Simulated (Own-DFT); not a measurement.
Simulation results for Al32O47 (corundum with one vacancy, atoms displaced)

All values are calculated (Own-DFT development build). A calculation, not a measurement: plane-wave PBE density functional theory by an unreviewed code, no spin, of a simulated periodic cell, stress positive in tension, free energy of the whole cell less one offset for each atom, defect cell not probed for a lower state with spin; oxygen file: force components 24 meV/angstrom off all-electron in one glass; forces on such cells passed a denser k mesh, this cell's mesh not checked; offsets are fitted by least squares, one for each functional and potential file, so energies compare only between cells with the same atoms and settings and are not formation energies; the far tail of each file's local potential was reset to the Coulomb form; each entry is a single point on an unrelaxed cell, so the pressure reflects the starting lattice, mostly measured values, from which strain is counted, and rises with the displacements; printed positions are rounded, which can move forces by about a meV/angstrom; the program is a retired in-house code; no spin-orbit coupling; before rounding, a Quantum ESPRESSO 7.3.1 run of the same cell and cutoff gave forces within 1 meV/angstrom rms on each cell, which checks the program and not the settings.

Settings shared by all entries: functional PBE; potential files PseudoDojo norm-conserving, scalar-relativistic, standard set; wave cutoff 72 hartree; occupations Fermi-Dirac; smearing width 0.1 eV; k mesh 3 x 3 x 3 centred on Gamma.

(1) Al32O47 (corundum with one vacancy, atoms displaced)

```xyz
79
Lattice="5.4940 0.0000 8.6604 -2.7470 4.7579 8.6604 -2.7470 -4.7579 8.6604" Properties=species:S:1:pos:R:3 Al32O47
Al    -0.0259    -0.0121     4.5169
Al    -0.0083    -0.0149     8.3811
Al    -0.0588     0.0577    11.1607
Al    -0.0108     0.0280     1.9574
O     -0.1120     1.6723     7.5443
O      1.4595    -0.6730     7.5252
O     -1.3429    -0.9291     7.5531
O      0.0659    -1.6260     5.4320
O     -1.4768     0.6958     5.3922
O      1.3437     0.8708     5.3790
Al    -1.3450    -2.3783     8.9005
Al    -1.3986    -2.3360    12.7384
Al    -1.3418    -2.3718    15.4097
Al    -1.3626    -2.3724     6.2197
O     -1.4897    -0.7362    11.9077
O      0.0798    -3.0820    11.8919
O     -2.7702    -3.2920    11.8582
O     -1.2582    -4.0340     9.7236
O     -2.8524    -1.6697     9.7613
O     -0.0089    -1.4687     9.7841
Al    -1.3857     2.3743     8.8603
Al    -1.3465     2.3327    12.7820
Al    -1.3386     2.4046    15.3936
Al    -1.4041     2.4168     6.2338
O     -1.4860     4.0432    11.9270
O      0.1222     1.6767    11.8795
O     -2.7207     1.4775    11.9410
O     -1.1812     0.7037     9.7745
O     -2.8288     3.1399     9.7458
O      0.0570     3.2893     9.7464
Al    -2.7978    -0.0703    13.2640
Al    -2.7413    -0.0311    17.1102
Al    -2.7410    -0.0569    19.7364
Al    -2.7112     0.0059    10.5862
O     -2.8949     1.7022    16.2130
O     -1.2263    -0.7017    16.2533
O     -4.1085    -0.8847    16.2493
O     -4.2430     0.7199    14.0418
O     -1.3882     0.8900    14.0694
Al     2.7363    -0.0166     8.8720
Al     2.7278    -0.0375    12.7870
Al     2.8256     0.0063    15.4262
Al     2.7358    -0.0098     6.2695
O      2.6583     1.6408    11.9065
O      4.2347    -0.6916    11.8985
O      1.3416    -0.9139    11.8808
O      2.8387    -1.5938     9.7751
O      1.3059     0.7299     9.7352
O      4.1435     0.9168     9.7584
Al     1.3352    -2.4208    13.2467
Al     1.3888    -2.3492    17.0909
Al     1.3858    -2.4098    19.7277
Al     1.4188    -2.4119    10.6223
O      1.2865    -0.7256    16.1922
O      2.8365    -3.0881    16.2710
O     -0.0221    -3.2947    16.2724
O      1.4615    -4.0223    14.1010
O     -0.1393    -1.6611    14.0950
O      2.6750    -1.4230    14.0732
Al     1.3674     2.3312    13.2415
Al     1.3823     2.3809    17.1051
Al     1.4151     2.3847    19.7053
Al     1.4089     2.4069    10.5887
O      1.2964     3.9865    16.2067
O      2.8345     1.6084    16.1866
O     -0.0084     1.4639    16.2197
O      1.5251     0.7593    14.0651
O     -0.0623     3.1095    14.0430
O      2.7374     3.2772    14.0887
Al    -0.0159     0.0299    17.5434
Al    -0.0285     0.0025    21.4046
Al    -0.0266     0.0112    24.0631
Al     0.0110     0.0073    14.9234
O     -0.1240     1.6539    20.5732
O      1.4747    -0.7558    20.5660
O     -1.3776    -0.9585    20.5818
O      0.0831    -1.6181    18.4186
O     -1.5075     0.7091    18.4013
O      1.3568     0.8847    18.3807
```

* free energy of cell above offsets: -56.693 eV
* pressure: 6.8 GPa
* stress xx: -6.93 GPa
* stress yy: -6.57 GPa
* stress zz: -6.89 GPa
* stress yz: 0.12 GPa
* stress xz: 0.02 GPa
* stress xy: 0.29 GPa

Force:
```csv
element,x (eV/Å),y (eV/Å),z (eV/Å)
Al,0.413,0.197,0.812
Al,0.635,0.329,1.423
Al,1.895,-1.337,-1.853
Al,0.61,0.093,-0.863
O,-0.381,-0.092,0.336
O,0.79,-0.954,0.15
O,-0.392,0.285,0.35
O,1.2,-0.295,-0.73
O,-0.054,0.627,0.445
O,0.407,1.048,0.331
Al,-0.05,-0.18,0.32
Al,-0.102,-1.165,0.271
Al,-0.66,-0.16,-0.258
Al,-0.624,-0.227,0.452
O,-0.536,0.463,0.189
O,0.413,-0.762,0.366
O,0.977,0.063,1.169
O,-0.011,-0.436,0.383
O,0.097,0.686,-0.276
O,0.228,-0.009,-0.699
Al,0.932,0.005,0.655
Al,-0.474,0.969,-0.236
Al,-1.218,-0.234,0.028
Al,1.498,-0.482,-0.62
O,0.019,-0.631,-0.16
O,-0.304,0.151,0.886
O,-0.613,-0.502,-0.889
O,-1.571,0.953,-0.722
O,-0.41,-0.981,-0.299
O,-1.175,-0.047,-0.479
Al,0.439,-0.545,0.227
Al,-0.067,1.031,-0.314
Al,-0.441,1.006,0.002
Al,-0.505,-0.6,0.023
O,0.938,-1.017,0.219
O,-0.559,-0.4,-0.399
O,-0.486,-0.686,-0.302
O,-0.655,0.389,0.495
O,0.36,0.467,0.093
Al,0.077,1.083,0.978
Al,-0.163,0.588,-0.866
Al,-1.072,-0.694,-0.97
Al,-0.258,0.37,-0.685
O,-0.384,-0.081,0.263
O,-0.238,-1.011,-0.126
O,0.38,-0.037,1.006
O,0.917,-1.248,-0.524
O,-0.545,0.243,-0.012
O,-0.67,-0.007,-0.789
Al,-0.137,0.942,-0.303
Al,-0.38,-0.17,0.26
Al,-0.716,0.52,-0.288
Al,-1.636,1.017,-0.495
O,-0.207,0.121,0.609
O,0.327,-0.412,-0.9
O,0.627,-0.16,-0.409
O,0.244,-0.269,-0.196
O,-0.03,0.107,-0.144
O,0.901,-1.062,0.163
Al,0.91,0.654,-0.611
Al,-0.16,-0.167,-0.551
Al,-0.326,0.286,0.773
Al,0.128,-1.323,-0.252
O,-0.987,0.251,0.602
O,0.469,1.439,1.491
O,0.37,0.408,0.483
O,-1.018,-0.713,0.423
O,-1.143,-0.184,0.686
O,-0.389,0.753,-0.324
Al,-0.043,-0.843,0.223
Al,0.426,-0.6,-0.041
Al,0.706,0.38,0.071
Al,0.419,-0.107,-0.31
O,0.447,-0.105,-0.106
O,0.022,0.603,0.078
O,0.15,0.72,0.165
O,1.034,0.105,-0.557
O,0.621,0.469,0.181
O,0.763,1.117,0.478
```

(2) Al32O47 (corundum with one vacancy, atoms displaced)

```xyz
79
Lattice="5.4940 0.0000 8.6604 -2.7470 4.7579 8.6604 -2.7470 -4.7579 8.6604" Properties=species:S:1:pos:R:3 Al32O47
Al     0.0105     0.0017     4.5964
Al     0.0088    -0.0030     8.4087
Al     0.0630     0.0016    11.0564
Al     0.0033     0.0039     1.9086
O     -0.1204     1.6347     7.6205
O      1.4897    -0.6662     7.5916
O     -1.3830    -0.9096     7.6363
O      0.1036    -1.6943     5.3986
O     -1.4642     0.7663     5.4001
O      1.3493     0.9456     5.4684
Al    -1.3820    -2.4043     8.9266
Al    -1.3925    -2.4231    12.7099
Al    -1.3581    -2.3985    15.3905
Al    -1.4007    -2.4366     6.2324
O      0.0847    -3.0850    11.8641
O     -2.7588    -3.3263    11.9114
O     -1.2578    -4.0510     9.7270
O     -2.8785    -1.6967     9.7961
O     -0.0364    -1.4574     9.7294
Al    -1.4012     2.3410     8.8804
Al    -1.3546     2.4047    12.6955
Al    -1.4067     2.3942    15.3586
Al    -1.3876     2.3153     6.2404
O     -1.4523     4.0551    11.9271
O      0.0920     1.6238    11.8755
O     -2.7642     1.4508    11.8848
O     -1.2855     0.7209     9.7325
O     -2.8576     3.0845     9.7507
O      0.0292     3.2748     9.7403
Al    -2.7422    -0.0850    13.2342
Al    -2.7815     0.0137    17.0465
Al    -2.7165    -0.0114    19.7617
Al    -2.7227     0.0250    10.5946
O     -2.8782     1.6093    16.2769
O     -1.2385    -0.7599    16.2223
O     -4.1565    -0.8813    16.2553
O     -2.5956    -1.6123    14.0808
O     -4.2592     0.7003    14.0858
O     -1.3455     0.9245    14.0742
Al     2.7178    -0.0264     8.8786
Al     2.7317     0.0420    12.7621
Al     2.7333     0.0351    15.3989
Al     2.7672     0.0334     6.2675
O      2.5962     1.6953    11.8716
O      4.2093    -0.7096    11.9133
O      1.3314    -0.9142    11.8917
O      2.8303    -1.6545     9.7291
O      1.2997     0.7389     9.6919
O      4.0886     0.9404     9.7769
Al     1.3298    -2.3691    13.2370
Al     1.3217    -2.3855    17.1068
Al     1.4213    -2.3340    19.7344
Al     1.3547    -2.3675    10.5324
O      1.2310    -0.7053    16.2754
O      2.9144    -3.1064    16.2122
O      0.0230    -3.3325    16.2638
O      1.5090    -4.0212    14.0782
O     -0.1455    -1.6431    14.1265
O      2.7364    -1.4689    14.1171
Al     1.4577     2.3464    13.2435
Al     1.3813     2.3658    17.0819
Al     1.3765     2.4121    19.7870
Al     1.3709     2.3936    10.5024
O      1.2480     4.0662    16.2170
O      2.8711     1.5845    16.2463
O     -0.0024     1.5326    16.2242
O      1.5182     0.7283    14.1100
O     -0.1195     3.1272    14.0736
O      2.7241     3.3265    14.0094
Al     0.0309     0.0454    17.5689
Al    -0.0064     0.0145    21.4297
Al    -0.0451     0.0208    24.0337
Al     0.0221     0.0124    14.8717
O     -0.1430     1.6594    20.5352
O      1.4576    -0.7450    20.5329
O     -1.3866    -0.9351    20.5693
O      0.0899    -1.6045    18.4369
O     -1.5276     0.7152    18.4200
O      1.3992     0.8818    18.3881
```

- free energy of cell above offsets: -56.368 eV
- pressure: 7.47 GPa
- stress xx: -7.36 GPa
- stress yy: -8.59 GPa
- stress zz: -6.45 GPa
- stress yz: -0.19 GPa
- stress xz: -0.41 GPa
- stress xy: -0.09 GPa

Force:
```csv
element,x (eV/Å),y (eV/Å),z (eV/Å)
Al,0,-0.411,-0.307
Al,-0.568,-0.156,0.385
Al,-1.95,0.101,-0.266
Al,-0.058,0.144,-0.176
O,0.053,0.647,-1.06
O,-0.327,-1.267,-0.837
O,-0.211,-0.116,-1.036
O,-0.378,0.641,0.033
O,-0.434,-0.969,-0.301
O,0.191,-0.395,-0.724
Al,-0.343,0.384,-0.466
Al,0.095,1.718,-0.019
Al,-0.284,0.708,0.77
Al,0.313,0.754,0.803
O,0.183,-0.23,0.827
O,0.057,-0.082,0.277
O,-0.468,-0.087,0.571
O,0.647,0.535,-0.553
O,0.752,0.206,0.309
Al,0.92,0.772,0.535
Al,0.218,-0.97,0.546
Al,0.416,-0.087,0.529
Al,0.597,2.232,0.576
O,-0.774,-0.027,-0.01
O,0.401,0.329,0.395
O,0.387,0.141,0.681
O,0.594,0.018,0.093
O,-0.302,0.309,0.018
O,-1.301,0.337,-0.567
Al,0.396,1.522,-0.617
Al,0.967,-1.168,0.744
Al,0.01,-0.036,-1.009
Al,0.02,-0.641,0.092
O,0.678,1.373,-1.255
O,-0.549,0.79,0.493
O,-0.382,-1.305,-0.604
O,-1.203,-1.722,0.76
O,0.672,-0.187,-0.828
O,-0.553,-0.112,-0.534
Al,0.858,0.324,0.407
Al,0.177,-0.639,-0.811
Al,0.305,-2.216,0.783
Al,-0.328,-0.796,-0.216
O,0.718,-1.085,0.763
O,0.215,0.025,0.311
O,1.24,-0.115,0.929
O,0.569,0,0.059
O,-0.915,-0.162,0.792
O,0.164,-0.555,-0.433
Al,0.321,0.193,-0.238
Al,0.834,0.364,0.022
Al,-1.152,-0.905,-0.311
Al,-0.089,-0.537,0.33
O,0.711,-0.081,-0.619
O,-1.53,0.137,0.734
O,-0.356,0.725,-0.647
O,-0.808,0.479,-0.295
O,1.177,-0.637,-1.144
O,-0.304,0.535,-0.816
Al,-2.155,1.023,-1.091
Al,-0.245,0.415,0.171
Al,-0.521,-0.609,-0.907
Al,0.254,-0.118,1.073
O,0.397,-0.942,0.482
O,-0.265,1.632,-0.02
O,0.035,-0.791,0.119
O,0.103,0.199,-0.662
O,0.34,-0.046,-0.251
O,1.151,-0.689,1.539
Al,-1.207,-0.704,-0.208
Al,-0.159,-0.14,-1.136
Al,0.939,-0.289,0.715
Al,-1.01,-0.176,1.264
O,0.182,-0.018,0.581
O,0.349,0.966,1.089
O,0.216,0.366,0.409
O,0.624,-0.176,-0.737
O,0.822,0.295,-0.443
O,-0.137,1.051,0.144
```

(3) Al32O47 (corundum with one vacancy, atoms displaced)

```xyz
79
Lattice="5.4940 0.0000 8.6604 -2.7470 4.7579 8.6604 -2.7470 -4.7579 8.6604" Properties=species:S:1:pos:R:3 Al32O47
Al    -0.0144     0.0053     4.5618
Al    -0.0148     0.0178     8.3272
Al     0.0072     0.0125    11.0737
Al     0.0247     0.0217     1.8842
O     -0.1411     1.6577     7.6152
O      1.4878    -0.7559     7.5228
O     -1.3912    -0.9807     7.5501
O      0.1051    -1.6391     5.3834
O     -1.4698     0.7487     5.3838
O      1.3713     0.8631     5.3934
Al    -1.4528    -2.3934     8.8783
Al    -1.3847    -2.3098    12.7138
Al    -1.3794    -2.3974    15.4077
Al    -1.3597    -2.4102     6.2156
O     -1.4777    -0.7403    11.9152
O      0.0858    -3.1448    11.8645
O     -2.7720    -3.3427    11.8887
O     -1.2441    -4.0150     9.7082
O     -2.8577    -1.6511     9.6732
O     -0.0449    -1.4113     9.7229
Al    -1.3592     2.3963     8.8803
Al    -1.3365     2.3484    12.7259
Al    -1.3914     2.3716    15.4083
Al    -1.3859     2.4002     6.2465
O     -1.4806     4.0141    11.9590
O      0.0613     1.7146    11.8872
O     -2.7420     1.3737    11.9278
O     -1.2765     0.7246     9.7470
O     -2.8795     3.1483     9.7512
O     -0.0315     3.3663     9.7374
Al    -2.7299    -0.0017    13.1992
Al    -2.7446    -0.0259    17.0774
Al    -2.7190     0.0418    19.7345
Al    -2.7354    -0.0214    10.5502
O     -2.8595     1.6412    16.2582
O     -1.2401    -0.7260    16.2061
O     -4.0972    -0.8980    16.2762
O     -2.6167    -1.6836    14.0574
O     -4.2230     0.7243    14.0751
O     -1.4103     0.9304    14.0830
Al     2.7682    -0.0220     8.8648
Al     2.7754    -0.0484    12.7799
Al     2.7702    -0.0254    15.4060
Al     2.7342     0.0356     6.2539
O      2.6406     1.6891    11.8806
O      4.2230    -0.6699    11.9471
O      1.3996    -0.9058    11.9036
O      2.8044    -1.6152     9.7741
O      1.2917     0.7478     9.6648
O      4.1270     0.9395     9.7885
Al     1.3444    -2.3827    13.2188
Al     1.3482    -2.3361    17.0945
Al     1.3435    -2.3631    19.7009
Al     1.3462    -2.3738    10.5885
O      1.2658    -0.7194    16.2714
O      2.8539    -3.1272    16.2010
O      0.0249    -3.3095    16.2568
O      1.5338    -4.0914    14.0246
O     -0.1031    -1.6090    14.0358
Al     1.3934     2.3505    13.2467
Al     1.3785     2.3822    17.1178
Al     1.3274     2.4184    19.7201
Al     1.4021     2.3703    10.6131
O      1.2451     3.9688    16.2360
O      2.8812     1.6763    16.2176
O      0.0012     1.4355    16.2587
O      1.5193     0.7420    14.0673
O     -0.0839     3.0767    14.0585
O      2.7142     3.2888    14.1261
Al    -0.0534    -0.0176    17.5950
Al     0.0037     0.0079    21.4219
Al    -0.0197    -0.0413    23.9773
Al     0.0189    -0.0109    14.9341
O     -0.1539     1.6284    20.5720
O      1.4835    -0.7355    20.5780
O     -1.3585    -0.9086    20.5439
O      0.1546    -1.5982    18.3888
O     -1.4774     0.7228    18.4291
O      1.3430     0.9424    18.3567
```

* free energy of cell above offsets: -56.450 eV
* pressure: 7.28 GPa
* stress xx: -7.46 GPa
* stress yy: -7.54 GPa
* stress zz: -6.83 GPa
* stress yz: 0.1 GPa
* stress xz: 0.54 GPa
* stress xy: 0.55 GPa

Force:
```csv
element,x (eV/Å),y (eV/Å),z (eV/Å)
Al,0.559,-0.412,-0.418
Al,0.241,-1.156,1.42
Al,-0.049,0.157,-0.911
Al,0.226,0.135,0.85
O,0.753,0.386,-1.087
O,-0.237,0.889,0.665
O,0.281,0.973,0.04
O,-0.109,-0.481,0.445
O,-0.304,0.053,0.728
O,0.372,1.501,0.612
Al,1.779,-0.269,-0.44
Al,-0.23,-2.152,0.273
Al,-0.066,0.109,-0.344
Al,-0.609,0.664,0.058
O,0.111,0.552,-0.647
O,0.027,1.849,1.187
O,0.66,1.428,0.08
O,-0.478,0.005,0.572
O,-0.56,0.563,1.238
O,0.451,-0.584,0.303
Al,-0.469,-0.011,0.741
Al,-1.391,1.011,0.948
Al,0.376,-0.425,-0.513
Al,0.201,-0.398,0.11
O,0.159,0.461,-1.188
O,1.721,-1.655,-0.848
O,-0.476,1.401,-0.874
O,0.165,0.495,-0.379
O,0.005,-0.693,-0.072
O,0.857,-1.164,0.304
Al,-0.371,0.114,0.615
Al,0.055,1.02,0.069
Al,-0.842,-1.631,-0.255
Al,-0.54,0.668,0.07
O,0.133,0.036,-0.326
O,-0.439,-0.5,0.452
O,-0.824,-0.519,-1.256
O,-0.297,0.333,0.189
O,0.062,-0.805,-0.477
O,0.78,-0.48,0.075
Al,-0.096,0.307,0.603
Al,-0.554,0.625,0.205
Al,-0.304,0.243,-0.259
Al,0.325,-1.554,-0.635
O,-0.586,-0.741,0.703
O,0.071,-1.623,-0.989
O,-0.725,-0.098,-0.224
O,0.666,-0.347,-0.196
O,-0.482,0.355,0.873
O,-0.567,-0.091,-1.142
Al,1.279,0.195,0.427
Al,0.746,-0.835,-0.599
Al,0.818,-0.478,0.569
Al,-0.37,0.223,-0.584
O,0.202,0.123,-0.917
O,-0.715,-0.116,0.178
O,-0.403,0.159,-0.817
O,-1.482,0.869,0.621
O,-0.256,-0.837,0.209
Al,-0.404,0.77,-0.229
Al,-0.2,-0.682,-0.762
Al,0.612,-0.393,0.696
Al,-0.687,0.517,-0.754
O,0.185,1.051,-0.121
O,-0.256,-0.399,0.337
O,-0.233,0.308,-0.251
O,-0.374,-0.735,0.264
O,-0.177,0.339,0.395
O,0.634,-0.098,-0.804
Al,0.714,1.224,-0.778
Al,0.087,-0.314,-0.794
Al,0.356,0.668,1.839
Al,-0.091,0.814,-0.05
O,0.588,0.566,-0.378
O,0.061,-0.32,-0.315
O,0.26,-0.231,0.265
O,-0.833,-1.044,0.619
O,-0.148,0.23,-0.267
O,0.656,-0.12,1.053
```
